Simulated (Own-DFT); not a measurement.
Simulation results for Hf$_{36}$O$_{71}$ (tetragonal hafnia with one neutral oxygen vacancy, atoms displaced)

Computed with Own-DFT development build. A calculation, not a measurement: plane-wave PBE and HSE06 DFT by an unreviewed code, no spin, of a simulated cell at Gamma alone, so results move with cell size and shape, stress positive in tension, energies less offsets, not probed for a lower state with spin; hafnium file: forces about 75 meV/angstrom off all-electron values; oxygen file: force components 24 meV/angstrom off all-electron in a glass; k mesh not checked against a denser one; forces and stress are PBE's, HSE06 gives the energy alone, and its difference from PBE has offsets of its own; offsets are fitted by least squares, one for each functional and potential file, so energies compare only between cells with the same atoms and settings and are not formation energies; the far tail of each file's local potential was reset to the Coulomb form; each entry is a single point on an unrelaxed cell, so the pressure reflects the starting lattice, taken from the Materials Project, from which strain is counted, and rises with the displacements; printed positions are rounded, which can move forces by about a meV/angstrom; the program is a retired in-house code; no spin-orbit coupling.

Settings shared by all entries: first functional PBE; second functional HSE06; exact exchange share 0.25; screening 0.11 1/bohr; exchange divergence Gygi-Baldereschi; potential files PseudoDojo norm-conserving, scalar-relativistic, made for PBE, standard set; wave cutoff 48 hartree; occupations fixed; k mesh 1 x 1 x 1 centred on Gamma.

```yaml
- entry: 1
  formula: Hf36O71
  kind: "tetragonal hafnia with one neutral oxygen vacancy, atoms displaced"
  structure:
    cell_angstrom: [[10.78, 0.0, 0.0], [0.0, 10.78, 0.0], [0.0, 0.0, 10.4493]]
    atoms_fractional:
      - [Hf, 0.00542, 0.00062, 0.99875]
      - [Hf, 0.16374, 0.17113, 0.24666]
      - [O, 0.99719, 0.17386, 0.14816]
      - [O, 0.16724, 0.99545, 0.345]
      - [O, 0.00504, 0.17451, 0.39834]
      - [O, 0.16634, 0.0084, 0.0958]
      - [Hf, 0.98906, 0.99906, 0.49149]
      - [Hf, 0.17015, 0.16462, 0.7489]
      - [O, 0.00763, 0.17711, 0.64921]
      - [O, 0.1779, 0.99557, 0.85254]
      - [O, 0.00157, 0.16681, 0.90665]
      - [O, 0.16463, 0.99597, 0.58975]
      - [Hf, 0.00175, 0.33187, 0.00972]
      - [Hf, 0.16869, 0.49612, 0.24653]
      - [O, 0.00279, 0.50056, 0.15229]
      - [O, 0.1738, 0.33314, 0.33778]
      - [O, 0.99975, 0.50236, 0.39253]
      - [O, 0.16552, 0.33425, 0.09841]
      - [Hf, 0.00267, 0.33128, 0.4981]
      - [Hf, 0.16036, 0.49725, 0.7514]
      - [O, 0.99357, 0.50261, 0.66324]
      - [O, 0.16134, 0.33506, 0.84615]
      - [O, 0.01241, 0.49691, 0.90131]
      - [O, 0.16917, 0.33309, 0.60377]
      - [Hf, 0.99936, 0.66745, 0.99969]
      - [Hf, 0.17082, 0.82352, 0.24321]
      - [O, 0.00928, 0.82983, 0.16193]
      - [O, 0.16789, 0.66369, 0.34363]
      - [O, 0.0015, 0.82882, 0.39654]
      - [O, 0.1604, 0.66933, 0.08955]
      - [Hf, 0.99325, 0.66469, 0.49788]
      - [Hf, 0.1672, 0.83936, 0.74752]
      - [O, 0.99915, 0.83868, 0.65002]
      - [O, 0.16301, 0.66853, 0.84047]
      - [O, 0.99627, 0.8419, 0.90654]
      - [O, 0.16429, 0.66044, 0.60798]
      - [Hf, 0.33601, 0.99442, 0.00278]
      - [Hf, 0.50063, 0.16873, 0.24828]
      - [O, 0.34068, 0.1659, 0.15146]
      - [O, 0.49777, 0.99778, 0.34648]
      - [O, 0.32827, 0.16556, 0.39979]
      - [O, 0.50016, 0.00276, 0.08407]
      - [Hf, 0.32816, 0.00779, 0.49731]
      - [Hf, 0.49857, 0.16689, 0.7489]
      - [O, 0.3295, 0.16383, 0.65476]
      - [O, 0.49651, 0.99403, 0.84607]
      - [O, 0.34158, 0.1604, 0.89519]
      - [O, 0.50048, 0.99774, 0.59992]
      - [Hf, 0.32512, 0.33374, 0.99504]
      - [Hf, 0.49413, 0.50135, 0.24923]
      - [O, 0.33391, 0.49391, 0.15433]
      - [O, 0.50121, 0.33266, 0.34804]
      - [O, 0.33443, 0.49129, 0.4029]
      - [O, 0.49581, 0.33881, 0.09708]
      - [Hf, 0.32536, 0.33803, 0.50465]
      - [Hf, 0.51466, 0.49265, 0.75193]
      - [O, 0.32896, 0.50627, 0.6515]
      - [O, 0.50279, 0.33052, 0.84671]
      - [O, 0.33704, 0.50009, 0.89677]
      - [O, 0.49682, 0.32577, 0.59737]
      - [Hf, 0.33392, 0.67205, 0.0016]
      - [Hf, 0.50209, 0.84208, 0.2436]
      - [O, 0.34036, 0.82697, 0.14529]
      - [O, 0.50216, 0.66113, 0.34032]
      - [O, 0.33342, 0.83433, 0.40967]
      - [O, 0.50556, 0.66129, 0.08954]
      - [Hf, 0.32612, 0.66471, 0.49792]
      - [Hf, 0.50283, 0.84014, 0.74745]
      - [O, 0.33353, 0.83337, 0.65035]
      - [O, 0.4938, 0.66502, 0.85053]
      - [O, 0.33848, 0.84113, 0.90459]
      - [O, 0.5103, 0.67172, 0.60194]
      - [Hf, 0.66835, 0.00794, 0.99756]
      - [Hf, 0.84021, 0.17352, 0.24378]
      - [O, 0.67032, 0.16464, 0.16]
      - [O, 0.83028, 0.00562, 0.3477]
      - [O, 0.67592, 0.16341, 0.40382]
      - [O, 0.8339, 0.01088, 0.10001]
      - [Hf, 0.66795, 0.99343, 0.50356]
      - [Hf, 0.83237, 0.16784, 0.74905]
      - [O, 0.66989, 0.16943, 0.65638]
      - [O, 0.83314, 0.00085, 0.84383]
      - [O, 0.6596, 0.16884, 0.90135]
      - [O, 0.83648, 0.00243, 0.59225]
      - [Hf, 0.66964, 0.33611, 0.00097]
      - [Hf, 0.83682, 0.50632, 0.24121]
      - [O, 0.66206, 0.49761, 0.15933]
      - [O, 0.82883, 0.33468, 0.3499]
      - [O, 0.66599, 0.50284, 0.39831]
      - [O, 0.82935, 0.33829, 0.09982]
      - [Hf, 0.66071, 0.32596, 0.49813]
      - [Hf, 0.83434, 0.50147, 0.74882]
      - [O, 0.66116, 0.50202, 0.65184]
      - [O, 0.83483, 0.33302, 0.85375]
      - [O, 0.65917, 0.49375, 0.8995]
      - [Hf, 0.66918, 0.67183, 0.9983]
      - [Hf, 0.83233, 0.83512, 0.25353]
      - [O, 0.66908, 0.83212, 0.15435]
      - [O, 0.83702, 0.66737, 0.34631]
      - [O, 0.66722, 0.82625, 0.39593]
      - [O, 0.83309, 0.66492, 0.09403]
      - [Hf, 0.67038, 0.68205, 0.50047]
      - [Hf, 0.83468, 0.83474, 0.74681]
      - [O, 0.66135, 0.83633, 0.65813]
      - [O, 0.835, 0.67022, 0.84295]
      - [O, 0.67251, 0.83078, 0.8939]
      - [O, 0.83511, 0.66364, 0.59412]
  results:
    "PBE_energy_of_cell_above_offsets [eV]": "-96.450"
    "HSE06_less_PBE_above_offsets [eV]": "0.124"
    "PBE_pressure [GPa]": 2.62
    "PBE_stress_xx [GPa]": -3.95
    "PBE_stress_yy [GPa]": -0.5
    "PBE_stress_zz [GPa]": -3.42
    "PBE_stress_yz [GPa]": 0.02
    "PBE_stress_xz [GPa]": 0.84
    "PBE_stress_xy [GPa]": 0.04
    force_element: [Hf, Hf, O, O, O, O, Hf, Hf, O, O, O, O, Hf, Hf, O, O, O, O, Hf, Hf, O, O, O, O, Hf, Hf, O, O, O, O, Hf, Hf, O, O, O, O, Hf, Hf, O, O, O, O, Hf, Hf, O, O, O, O, Hf, Hf, O, O, O, O, Hf, Hf, O, O, O, O, Hf, Hf, O, O, O, O, Hf, Hf, O, O, O, O, Hf, Hf, O, O, O, O, Hf, Hf, O, O, O, O, Hf, Hf, O, O, O, O, Hf, Hf, O, O, O, Hf, Hf, O, O, O, O, Hf, Hf, O, O, O, O]
    "force_x [eV/angstrom]": [-0.645, 1.603, 1.24, -0.203, -0.035, 0.249, 2.876, -0.392, -1.55, -1.122, 0.14, -0.912, -0.83, 0.094, 0.048, -0.411, 0.349, 0.326, -1.46, 1.864, 0.476, 0.795, -1.152, -1.098, 0.252, 0.572, -2.455, 0.69, -0.632, 1.571, 1.756, 0.813, -0.241, -0.013, -0.018, -0.864, -1.046, 0.013, -1.494, 0.49, 0.085, 1.409, 0.065, -0.447, 0.527, 0.943, -0.66, 0.32, 2.277, 2.01, -1.519, 0.273, -0.393, 0.487, 1.756, -3.815, 1.08, -0.209, -0.968, -0.252, 1.343, -0.098, -0.782, -0.771, 0.028, -0.774, 1.213, -2.474, -0.436, 0.577, -0.519, -1.154, 0.526, -1.967, -0.679, 0.808, -0.974, 0.562, -0.944, 1.132, -0.087, -0.293, 0.578, -1.248, -2.012, -2.191, 1.345, 0.797, 0.3, 1.13, 0.964, -1.436, 3.084, -0.139, 0.937, -1.532, 1.083, 0.025, 0.059, 0.354, 0.398, -2.03, -0.025, 3.165, 0.249, -0.129, -0.576]
    "force_y [eV/angstrom]": [0.775, -2.147, 0.24, 0.539, -1.191, -0.24, -0.284, 0.057, -0.353, 1.072, -0.268, 0.472, 0.351, 0.526, -0.129, 0.313, -0.676, -0.313, 0.585, 1.571, -0.629, -1.85, 0.648, 0.428, -0.16, 1.435, 0.334, -0.247, 0.597, -0.07, -0.031, -1.387, -0.107, 0.915, -1.444, 0.505, 1.893, 1.067, 0.087, 0.587, 0.96, -0.526, -1.596, -0.184, -0.239, 1.746, 1.154, 0.581, 0.195, -0.949, 0.851, -0.808, 1.686, -0.746, -0.539, 1.879, -0.726, -0.438, -0.447, -0.033, -1.042, -2.08, 0.282, 2.403, -0.296, 0.372, -0.035, -2.641, -0.07, 0.588, -2.328, 0.101, -0.809, 0.08, 0.076, -1.166, -0.651, -0.935, 1.618, 0.994, -0.03, 0.235, -0.347, -0.217, 0.118, -1.108, 0.057, 0.259, -0.001, -0.126, 1.807, -0.814, -0.807, 0.058, 1.44, -0.735, 0.151, 0.247, 0.624, 3.147, -0.022, -5.234, 0.163, 0.49, -0.709, 0.919, 0.684]
    "force_z [eV/angstrom]": [0.381, 0.312, 0.007, -0.866, -0.317, 0.404, -0.51, 0.925, 0.124, -0.674, -0.377, 0.741, -2.264, 0.422, -0.931, 1.231, 1.385, 0.281, 0.62, 0.012, -2.09, 0.791, 1.256, -0.73, -1.607, 1.837, -1.411, 0.317, 1.061, 0.901, -0.157, -0.651, -0.072, 1.059, -0.377, -2.424, -1.269, 0.451, -0.024, -0.231, 0.15, 1.994, 0.162, 0.663, -0.898, 0.157, 0.885, -0.737, -0.666, 0.495, -0.921, 0.009, -0.388, -0.632, -0.107, 0.647, -0.345, -0.072, 1.508, 0.181, -2.367, 1.062, 0.443, 0.25, -1.065, 0.615, 1.697, 0.61, 0.633, -0.543, -0.252, -1.313, -0.451, 1.678, -1.12, 0.033, 0.838, -0.609, -0.793, 0.232, -0.556, -0.118, 0.324, 0.969, 0.33, 2.03, -1.262, -0.29, 1.541, 0.261, -1.03, 0.505, -0.631, -0.957, 0.427, -0.878, -0.378, -0.733, -0.218, -0.4, 0.507, 0.316, 0.965, -2.206, 0.277, 1.266, 0.733]
- entry: 2
  formula: Hf36O71
  kind: "tetragonal hafnia with one neutral oxygen vacancy, atoms displaced"
  structure:
    cell_angstrom: [[10.78, 0.0, 0.0], [0.0, 10.78, 0.0], [0.0, 0.0, 10.4493]]
    atoms_fractional:
      - [Hf, 0.99785, 0.00441, 0.00074]
      - [Hf, 0.17452, 0.16245, 0.25387]
      - [O, 0.99756, 0.16813, 0.15386]
      - [O, 0.16464, 0.00269, 0.34919]
      - [O, 0.99243, 0.16673, 0.40265]
      - [O, 0.16605, 0.00505, 0.1001]
      - [Hf, 0.99372, 0.99984, 0.50167]
      - [Hf, 0.16089, 0.16378, 0.75202]
      - [O, 0.99825, 0.17133, 0.64712]
      - [O, 0.16991, 0.00448, 0.84149]
      - [O, 0.99224, 0.16673, 0.89878]
      - [O, 0.16914, 3.0e-05, 0.59557]
      - [Hf, 0.99797, 0.32914, 0.00579]
      - [Hf, 0.17066, 0.50321, 0.2455]
      - [O, 0.00336, 0.49741, 0.15903]
      - [O, 0.16895, 0.33138, 0.34644]
      - [O, 0.99546, 0.50838, 0.40979]
      - [O, 0.16947, 0.3366, 0.0946]
      - [Hf, 0.99775, 0.33415, 0.50068]
      - [Hf, 0.16762, 0.50154, 0.74955]
      - [O, 0.99784, 0.49929, 0.65811]
      - [O, 0.1665, 0.32724, 0.84799]
      - [O, 0.99846, 0.49899, 0.90503]
      - [O, 0.16686, 0.33121, 0.59547]
      - [Hf, 0.99932, 0.6678, 0.00411]
      - [Hf, 0.16414, 0.83814, 0.25181]
      - [O, 0.99464, 0.83127, 0.16176]
      - [O, 0.17181, 0.6675, 0.34336]
      - [O, 0.00357, 0.83083, 0.40656]
      - [O, 0.15712, 0.65915, 0.0982]
      - [Hf, 0.00222, 0.66929, 0.50045]
      - [Hf, 0.15993, 0.83547, 0.74436]
      - [O, 0.00027, 0.82889, 0.6572]
      - [O, 0.16933, 0.66003, 0.8513]
      - [O, 0.00346, 0.82686, 0.9056]
      - [O, 0.17204, 0.67404, 0.59919]
      - [Hf, 0.3301, 0.99229, 0.0007]
      - [Hf, 0.49444, 0.17283, 0.24789]
      - [O, 0.34143, 0.1642, 0.14864]
      - [O, 0.50294, 0.98485, 0.34168]
      - [O, 0.33662, 0.16841, 0.40173]
      - [O, 0.50717, 0.99761, 0.10064]
      - [Hf, 0.34458, 0.00113, 0.49409]
      - [Hf, 0.49725, 0.169, 0.74846]
      - [O, 0.32797, 0.1665, 0.65896]
      - [O, 0.50417, 0.00092, 0.84886]
      - [O, 0.33892, 0.16003, 0.90297]
      - [O, 0.49228, 0.00039, 0.59802]
      - [Hf, 0.32473, 0.33609, 0.99583]
      - [Hf, 0.50072, 0.49717, 0.24652]
      - [O, 0.33252, 0.50029, 0.15665]
      - [O, 0.50513, 0.34442, 0.34527]
      - [O, 0.34311, 0.50162, 0.41217]
      - [O, 0.50136, 0.32756, 0.09267]
      - [Hf, 0.33301, 0.33859, 0.50442]
      - [Hf, 0.49767, 0.50688, 0.74663]
      - [O, 0.32709, 0.49382, 0.64653]
      - [O, 0.3325, 0.49986, 0.90254]
      - [O, 0.5054, 0.32897, 0.61096]
      - [Hf, 0.33297, 0.66235, 0.00085]
      - [Hf, 0.50986, 0.83259, 0.2438]
      - [O, 0.34004, 0.83632, 0.16211]
      - [O, 0.4975, 0.66701, 0.34474]
      - [O, 0.3337, 0.83154, 0.39865]
      - [O, 0.50289, 0.67228, 0.09695]
      - [Hf, 0.33832, 0.66197, 0.49918]
      - [Hf, 0.50388, 0.83836, 0.74548]
      - [O, 0.3275, 0.83202, 0.66012]
      - [O, 0.50583, 0.66378, 0.84098]
      - [O, 0.33527, 0.8373, 0.904]
      - [O, 0.49803, 0.65966, 0.60053]
      - [Hf, 0.66107, 0.99701, 0.00613]
      - [Hf, 0.83974, 0.17327, 0.24564]
      - [O, 0.66883, 0.17181, 0.14946]
      - [O, 0.83284, 0.01383, 0.34736]
      - [O, 0.66977, 0.17392, 0.39505]
      - [O, 0.83197, 0.0062, 0.09066]
      - [Hf, 0.6644, 0.00369, 0.50738]
      - [Hf, 0.83121, 0.17135, 0.75954]
      - [O, 0.6694, 0.16479, 0.64796]
      - [O, 0.83179, 0.99384, 0.84847]
      - [O, 0.66995, 0.17919, 0.90301]
      - [O, 0.82351, 0.00265, 0.60267]
      - [Hf, 0.66788, 0.33165, 0.00773]
      - [Hf, 0.83352, 0.49892, 0.25855]
      - [O, 0.66301, 0.49881, 0.15538]
      - [O, 0.83968, 0.33156, 0.3516]
      - [O, 0.66619, 0.50286, 0.40531]
      - [O, 0.83438, 0.33243, 0.0961]
      - [Hf, 0.66966, 0.33391, 0.50253]
      - [Hf, 0.82733, 0.50396, 0.74096]
      - [O, 0.66251, 0.50458, 0.64646]
      - [O, 0.82913, 0.34266, 0.845]
      - [O, 0.6591, 0.50689, 0.90077]
      - [O, 0.82997, 0.3408, 0.60047]
      - [Hf, 0.6587, 0.65763, 0.99188]
      - [Hf, 0.83315, 0.83858, 0.23805]
      - [O, 0.66689, 0.83406, 0.16849]
      - [O, 0.83444, 0.66306, 0.34629]
      - [O, 0.66773, 0.83976, 0.40099]
      - [O, 0.83468, 0.66961, 0.10051]
      - [Hf, 0.67013, 0.65868, 0.49889]
      - [Hf, 0.8353, 0.83211, 0.75047]
      - [O, 0.66738, 0.83032, 0.65504]
      - [O, 0.8318, 0.67399, 0.84517]
      - [O, 0.66559, 0.82984, 0.89605]
      - [O, 0.83044, 0.66276, 0.59189]
  results:
    "PBE_stress_yy [GPa]": null
    "PBE_stress_xx [GPa]": null
```

To be estimated
1. Hf$_{36}$O$_{71}$ (tetragonal hafnia with one neutral oxygen vacancy, atoms displaced) (entry 2): PBE stress yy?
2. Estimate the PBE stress xx of Hf$_{36}$O$_{71}$ (tetragonal hafnia with one neutral oxygen vacancy, atoms displaced) (entry 2).
3. Give the table of force values for Hf$_{36}$O$_{71}$ (tetragonal hafnia with one neutral oxygen vacancy, atoms displaced) (entry 2).

Calculated values
1. -1.42 GPa
2. -4.51 GPa
3. 
Force:
| element | x (eV/Å) | y (eV/Å) | z (eV/Å) |
| --- | --- | --- | --- |
| Hf | -0.142 | -0.899 | -0.738 |
| Hf | -0.477 | 0.762 | -0.254 |
| O | 2.216 | -0.093 | -1.051 |
| O | -0.073 | -0.092 | -0.232 |
| O | 0.967 | 0.172 | 0.187 |
| O | -0.462 | -0.384 | -0.178 |
| Hf | 0.228 | 0.878 | -0.124 |
| Hf | 0.864 | 0.747 | -1.644 |
| O | -0.701 | -0.275 | 0.704 |
| O | -0.719 | -1.289 | 1.503 |
| O | 0.035 | -0.164 | 0.464 |
| O | -0.912 | -0.205 | -0.405 |
| Hf | 0.538 | 1.915 | -1.136 |
| Hf | -1.445 | -0.121 | 1.165 |
| O | -0.961 | -0.499 | 0.088 |
| O | 0.049 | 0.525 | -0.111 |
| O | 0.362 | -1.61 | -0.388 |
| O | -0.979 | -0.441 | 0.635 |
| Hf | 0.339 | -0.25 | 0.118 |
| Hf | -1.144 | -0.491 | 0.394 |
| O | 0.668 | 0.207 | -0.373 |
| O | 0.163 | 0.872 | 0.303 |
| O | 0.109 | -0.118 | 0.733 |
| O | -0.391 | 0.279 | -0.269 |
| Hf | -1.118 | -1.526 | -0.987 |
| Hf | 1.464 | -0.782 | 0.897 |
| O | 2.196 | 0.656 | -1.68 |
| O | -0.23 | -0.291 | 0.15 |
| O | -0.118 | 1.064 | -0.219 |
| O | 2.507 | 0.607 | 0.268 |
| Hf | 0.148 | -0.162 | 0.406 |
| Hf | 2.044 | -0.579 | 0.901 |
| O | -1.21 | 0.353 | -1.182 |
| O | 0.328 | 1.111 | -0.33 |
| O | 0.356 | 1.935 | 0.17 |
| O | -1.027 | -0.771 | -0.201 |
| Hf | 1.231 | 1.18 | 0.082 |
| Hf | 2.471 | -0.679 | 0.612 |
| O | -1.914 | 0.014 | 0.42 |
| O | -0.759 | 4.211 | 1.45 |
| O | 0.538 | 0.172 | -0.496 |
| O | -1.516 | 0.102 | -0.169 |
| Hf | -2.656 | -1.643 | -0.314 |
| Hf | -0.479 | 1.053 | 0.979 |
| O | 0.783 | 0.238 | -0.627 |
| O | 0.529 | -0.002 | -0.203 |
| O | 0.069 | 0.929 | 0.542 |
| O | 1.935 | -0.12 | 0.741 |
| Hf | 1.873 | -1.828 | -0.951 |
| Hf | 0.011 | 1.897 | 0.724 |
| O | 0.8 | 0.215 | -1.211 |
| O | -0.484 | -2.174 | 0.587 |
| O | -0.577 | -1.117 | -1.468 |
| O | -1.351 | 0.536 | 0.103 |
| Hf | -0.063 | -0.619 | 0.705 |
| Hf | -0.088 | -1.881 | -0.19 |
| O | 0.864 | 0.205 | 0.819 |
| O | 0.534 | 0.185 | -0.18 |
| O | -0.648 | 0.129 | -1.17 |
| Hf | -0.678 | 1.37 | -0.058 |
| Hf | -2.677 | -1.364 | 2.57 |
| O | -2.314 | 0.018 | -1.743 |
| O | 0.385 | -0.674 | 0.08 |
| O | -0.606 | 0.406 | 1.347 |
| O | -0.894 | -0.565 | -0.786 |
| Hf | -0.366 | 2.443 | -0.159 |
| Hf | -0.834 | -0.415 | 0.904 |
| O | 1.572 | 0.179 | -0.398 |
| O | -0.888 | 1.474 | 0.99 |
| O | -0.091 | -1.768 | 0.449 |
| O | 0.25 | 0.361 | -0.394 |
| Hf | 0.556 | 0.499 | -2.28 |
| Hf | -2.007 | -0.654 | 1.474 |
| O | -0.488 | -0.117 | 0.16 |
| O | 0.429 | -2.091 | -0.34 |
| O | -1.042 | -0.467 | 1.189 |
| O | 0.343 | -0.703 | 0.828 |
| Hf | 0.359 | -0.176 | -2.24 |
| Hf | -0.412 | -0.383 | -0.829 |
| O | -0.474 | 0.072 | 0.638 |
| O | 0.482 | 1.16 | 0.084 |
| O | -0.217 | -2.038 | -0.482 |
| O | 2.076 | -0.567 | -0.256 |
| Hf | -0.361 | 0.593 | -0.991 |
| Hf | 0.446 | 0.859 | -0.805 |
| O | 1.124 | -0.049 | -0.468 |
| O | -0.149 | 1.113 | -0.004 |
| O | 0.511 | -1.53 | -0.867 |
| O | 0.276 | 0.242 | 0.721 |
| Hf | -0.793 | -0.799 | -0.324 |
| Hf | 0.921 | 0.175 | 1.243 |
| O | 0.059 | -0.064 | 0.399 |
| O | 0.175 | -0.549 | 0.288 |
| O | 0.062 | -2.777 | -0.854 |
| O | 0.422 | -0.066 | -0.121 |
| Hf | 1.593 | 2.524 | 0.932 |
| Hf | -0.962 | -0.528 | 3.755 |
| O | 2.134 | 0.508 | -4.019 |
| O | -0.295 | 1.249 | -0.062 |
| O | 0.599 | -1.031 | 1.36 |
| O | -0.959 | -0.145 | -0.543 |
| Hf | -1.085 | 2.702 | -0.58 |
| Hf | -1.272 | 0.499 | 0.291 |
| O | -0.159 | 0.28 | -0.725 |
| O | 0.006 | -1.812 | -0.015 |
| O | -0.436 | 0.431 | 1.581 |
| O | 1.108 | 0.124 | 0.682 |

Further results for Hf$_{36}$O$_{71}$ (tetragonal hafnia with one neutral oxygen vacancy, atoms displaced) (entry 2):

| Property | Result |
| --- | --- |
| PBE energy of cell above offsets | -96.642 eV |
| HSE06 less PBE above offsets | 0.053 eV |
| PBE pressure | 3.22 GPa |
| PBE stress zz | -3.75 GPa |
| PBE stress yz | -1.23 GPa |
| PBE stress xz | 0.28 GPa |
| PBE stress xy | 0.04 GPa |
